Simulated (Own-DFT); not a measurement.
# Strain and stress in hcp Ru, 36 atoms (Ru36)

The numbers are computed, not measured, by runs of the plane-wave DFT program Own-DFT (in-house, retired, unreviewed) at fixed positions, with no spin and no spin-orbit coupling.

Settings: PBE; PseudoDojo norm-conserving scalar-relativistic files; cutoff 50 hartree; 5 x 5 x 4 k mesh centred on Gamma; cold (Marzari-Vanderbilt) smearing of 0.2 eV.

Limits: forces on such cells failed a check on a denser k mesh; stress not checked against mesh or cutoff.

Unstrained cell vectors in Å: (8.118, 0.000, 0.000); (-4.059, 7.030, 0.000); (0.000, 0.000, 8.563). The unstrained cell has measured lattice constants (interpolated for alloys), not those of this functional. That, the random moves and any unrelaxed bonds set the pressure at no strain. Each run strains this cell uniformly, with the atoms carried along. Each atom got a random Gaussian move of width 0.05 Å along each axis. Strain is the symmetric tensor, in per cent. Stress is positive in tension, and the pressure is minus a third of its trace.

| run | e_xx (%) | e_yy (%) | e_zz (%) | e_yz (%) | e_xz (%) | e_xy (%) | s_xx (GPa) | s_yy (GPa) | s_zz (GPa) | s_yz (GPa) | s_xz (GPa) | s_xy (GPa) | P (GPa) | E (meV/atom) |
|---|---|---|---|---|---|---|---|---|---|---|---|---|---|---|
| 1 | -1.93 | 1.52 | 0.29 | 1.33 | -0.68 | -1.57 | -17.34 | -2.47 | -6.24 | 4.82 | -2.55 | -5.82 | 8.68 | 32.5 |
| 2 | -0.90 | 0.44 | 0.63 | -0.17 | -1.09 | -0.09 | -11.00 | -5.39 | -4.86 | -0.67 | -3.68 | -0.41 | 7.08 | 11.3 |
| 3 | 0.54 | 1.31 | -0.27 | 0.65 | -1.82 | 0.13 | -2.92 | 1.15 | -6.62 | 2.41 | -7.03 | 0.90 | 2.79 | 12.2 |
| 4 | -1.65 | 1.11 | 0.56 | 0.80 | -0.25 | -0.56 | -15.01 | -3.22 | -5.32 | 3.30 | -1.03 | -2.07 | 7.85 | 19.5 |
| 5 | 1.93 | -1.05 | 0.69 | 1.89 | -0.69 | -1.99 | 1.64 | -10.22 | -2.74 | 6.85 | -2.75 | -7.62 | 3.77 | 40.4 |
| 6 | -1.29 | 0.56 | -0.22 | 0.84 | 1.33 | -1.80 | -16.07 | -8.78 | -11.51 | 3.36 | 5.33 | -7.94 | 12.12 | 50.4 |
| 7 | -0.21 | -1.24 | -1.23 | 0.34 | -0.83 | -0.76 | -14.40 | -19.58 | -19.56 | 1.26 | -3.14 | -3.75 | 17.85 | 46.7 |
| 8 | -1.52 | -1.69 | -1.34 | -1.42 | 0.01 | -1.55 | -24.22 | -28.44 | -25.15 | -6.69 | -0.36 | -7.16 | 25.93 | 96.6 |
| 9 | 1.24 | -0.54 | 1.20 | -1.57 | -1.65 | -0.86 | 0.07 | -7.03 | 0.46 | -6.18 | -5.70 | -3.66 | 2.17 | 27.3 |
| 10 | -0.22 | 1.62 | 0.55 | 0.05 | 1.53 | -1.46 | -5.31 | 1.51 | -1.63 | 0.62 | 5.49 | -5.85 | 1.81 | 19.0 |
| 11 | -1.41 | 0.35 | 1.19 | 1.71 | -1.79 | 0.83 | -13.49 | -6.57 | -2.46 | 6.06 | -6.28 | 3.75 | 7.51 | 27.2 |
| 12 | 0.40 | -1.99 | 0.58 | -1.61 | 0.45 | 0.45 | -7.77 | -17.75 | -7.34 | -6.48 | 1.97 | 2.57 | 10.96 | 19.1 |
| 13 | 0.54 | 1.78 | 0.02 | 0.42 | -0.33 | 0.24 | -0.20 | 3.34 | -3.34 | 1.36 | -1.52 | 1.38 | 0.06 | 0.0 |
| 14 | -0.41 | 1.29 | 1.51 | 0.20 | 0.00 | 1.67 | -4.88 | 2.19 | 3.73 | 0.72 | -0.22 | 6.32 | -0.35 | 3.5 |
| 15 | 1.79 | 1.25 | -1.60 | 1.17 | -1.56 | 0.42 | 0.92 | 0.03 | -12.71 | 4.53 | -6.10 | 1.39 | 3.92 | 21.8 |
| 16 | 0.06 | -0.49 | 2.00 | -1.20 | 0.29 | -0.41 | ? | ? | ? | ? | ? | ? | ? | ? |

E is the free energy for each atom above the lowest run shown.

## Analysis

Least squares on the runs shown: each stress against a constant and the strains, taken as fractions with shears doubled. Shear strains stay in the fit of a normal stress only where such slopes are resolved. The slopes, in GPa:

| stress | at no strain | per e_xx | per e_yy | per e_zz | scatter |
|---|---|---|---|---|---|
| s_xx | -8.4 | 604 ± 16 | 200 ± 16 | 222 ± 21 | 0.74 |
| s_yy | -8.7 | 230 ± 23 | 649 ± 22 | 253 ± 30 | 1.05 |
| s_zz | -8.5 | 194 ± 11 | 225 ± 11 | 677 ± 14 | 0.51 |

The slope of each shear stress on twice its own strain, from a fit on all six strains: yz 193 ± 5, xz 183 ± 5, xy 202 ± 8 GPa. These are stiffnesses along x, y and z of the frame in which the cell vectors are given, with the crystal's c axis along z: C11, C12, C13 and C33. Hexagonal symmetry asks that xx and yy behave alike, which is a second check on the noise. The atoms are held to the strained lattice; where symmetry lets them move under strain, relaxing them would lower some slopes. The table should be nearly symmetric about its diagonal, and what it lacks of that shows the noise. A ninth of the table's sum, 362 ± 9 GPa, estimates the bulk modulus near the mean pressure of these runs, 7.5 GPa, so it lies above the value at zero pressure.

## The run left out

Asked: what normal stresses and pressure should run 16 give?

The fitted form gives s_xx = -4.6, s_yy = -6.7, s_zz = 4.0 and P = 2.4 GPa. The calculation gave -4.55, -6.13, 4.44 and P = 2.08 GPa.
